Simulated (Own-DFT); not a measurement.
# Stretching a layer in its plane: wurtzite AlGaN with randomly placed atoms, 72 atoms (Al27Ga9N36)

Calculated, not measured: single-point runs of Own-DFT, a retired in-house plane-wave DFT program that no person has reviewed, on unrelaxed cells, without spin or spin-orbit coupling.

All runs used: PBE; PseudoDojo norm-conserving scalar-relativistic files (stringent for Ga); cutoff 96 hartree; 4 x 4 x 3 k mesh centred on Gamma; Gaussian smearing of 0.01 eV.

Known weak points: forces on such cells passed a denser k mesh, each cell not checked; stress not checked against mesh or cutoff.

Unstrained cell vectors in Å: (9.394, 0.000, 0.000); (-4.697, 8.135, 0.000); (0.000, 0.000, 10.066). The unstrained cell has measured lattice constants (interpolated for alloys), not those of this functional. That, the random moves and any unrelaxed bonds set the pressure at no strain. Each run strains x and y alike by e, as a substrate would, and holds the height along z. Each coordinate of each atom was shifted by a normal deviate of width 0.05 Å. The random placing of the alloy's atoms differs from row to row. Stress is positive in tension.

| e (%) | u (Å) | (s_xx + s_yy)/2 (GPa) | s_zz (GPa) |
|---|---|---|---|
| -2.75 | 0.052 | -25.20 | -10.07 |
| -2.50 | 0.049 | -22.14 | -11.16 |
| -2.25 | 0.051 | -20.69 | -9.85 |
| -2.00 | 0.048 | -18.15 | -10.88 |
| -1.25 | 0.051 | -14.04 | -9.29 |
| -0.75 | 0.049 | -10.81 | -6.80 |
| 1.00 | 0.052 | -0.74 | -5.86 |
| 1.25 | 0.048 | 0.88 | -5.05 |
| 2.00 | 0.053 | ? | ? |
| 2.25 | 0.052 | 5.59 | -6.52 |

## Fit

With e as a fraction, the in-plane stress is -6.0 + 583 e - 3111 e² GPa (errors 11 and 824, scatter 0.51), and s_zz is -7.5 + 113 e GPa (slope ± 21, scatter 1.11). At e = 0 the first slope is C11 + C12 and the second 2 C13, both with the ions held to the strained lattice and at the cell's own pressure. The term in e² is negative: the layer stiffens under compression and softens under tension. A free layer would change its height as e changes, and the in-plane slope would drop by 2 C13²/C33 to the biaxial modulus. At fixed height, a misfit of 1 % moves the in-plane stress by about 5.8 GPa and s_zz by 1.1 GPa.

## The run left out

Asked: what are the two stresses at e = 2.00 %?

Estimate: 4.4 and -5.3 GPa. The run itself gave 4.41 and -6.29 GPa.
